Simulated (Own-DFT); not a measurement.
# One host, several defects: monoclinic HfO2

Source: density functional calculations with Own-DFT, an unreviewed in-house program that is no longer used. Nothing was measured or relaxed, and spin and spin-orbit coupling are left out.

Common settings: PBE; PseudoDojo norm-conserving scalar-relativistic files; cutoff 72 hartree; 2 x 2 x 2 k mesh centred on Gamma; Fermi-Dirac smearing of 0.1 eV.

Limits (not all hold for every row): a neutral cation vacancy leaves holes that likely carry spin, which these runs leave out; not probed for a lower state with spin; hafnium file: forces about 75 meV/angstrom off all-electron values; oxygen file: force components 24 meV/angstrom off all-electron in a glass; forces on such cells passed a denser k mesh, each cell not checked; stress not checked against mesh or cutoff.

All runs share one cell, with vectors in Å (10.234, 0.000, 0.000); (0.000, 10.350, 0.000); (-1.696, 0.000, 10.445) and a volume of 1106.4 Å³. The atoms are randomly displaced, by u rms on each axis. The defect's site can differ from row to row.

```
                                      cell     formula   u (Å)  P (GPa)
                                 no defect     Hf32O64  0.0194     4.06
                                 no defect     Hf32O64  0.0200     3.84
                                 no defect     Hf32O64  0.0492     5.84
                       one Si on a Hf site   Hf31O64Si  0.0301        ?
                       one Si on a Hf site   Hf31O64Si  0.0303     2.73
                       one Si on a Hf site   Hf31O64Si  0.0480     3.94
                       one Si on a Hf site   Hf31O64Si  0.0498     3.71
two Al on a Hf site each and one O vacancy  Al2Hf30O63  0.0296     1.80
two Al on a Hf site each and one O vacancy  Al2Hf30O63  0.0314     1.55
two Al on a Hf site each and one O vacancy  Al2Hf30O63  0.0521     3.49
                            one Hf vacancy     Hf31O64  0.0292     3.71
                            one Hf vacancy     Hf31O64  0.0510     5.01
                            one Hf vacancy     Hf31O64  0.0523     5.78
                             one O vacancy     Hf32O63  0.0284     4.14
                             one O vacancy     Hf32O63  0.0329     3.92
                             one O vacancy     Hf32O63  0.0484     5.54
```

## Worked fit

P = P0 + c u² + a shift for each defect gives P0 = 3.59 GPa, c = 934 ± 81 GPa/Å² and a scatter of 0.25 GPa. The shifts, and each times the cell's volume:

- one O vacancy: -0.37 ± 0.21 GPa, -2.6 eV (not resolved)
- one Hf vacancy: -0.68 ± 0.22 GPa, -4.7 eV
- one Si on a Hf site: -1.90 ± 0.22 GPa, -13.1 eV
- two Al on a Hf site each and one O vacancy: -2.73 ± 0.21 GPa, -18.9 eV

Positive is outwards. The product with the volume (160.2 GPa Å³ to the eV) is nearly free of the cell's size; divided by the bulk modulus at the cell's pressure it gives the volume that the defect adds. The atoms around the defects weren't relaxed, which would change these numbers.

## Withheld run

Q: what pressure belongs in the blank (one Si on a Hf site, u = 0.0301 Å)?

The fitted form gives 2.53 ± 0.31 GPa. The calculation gave 2.84 GPa.
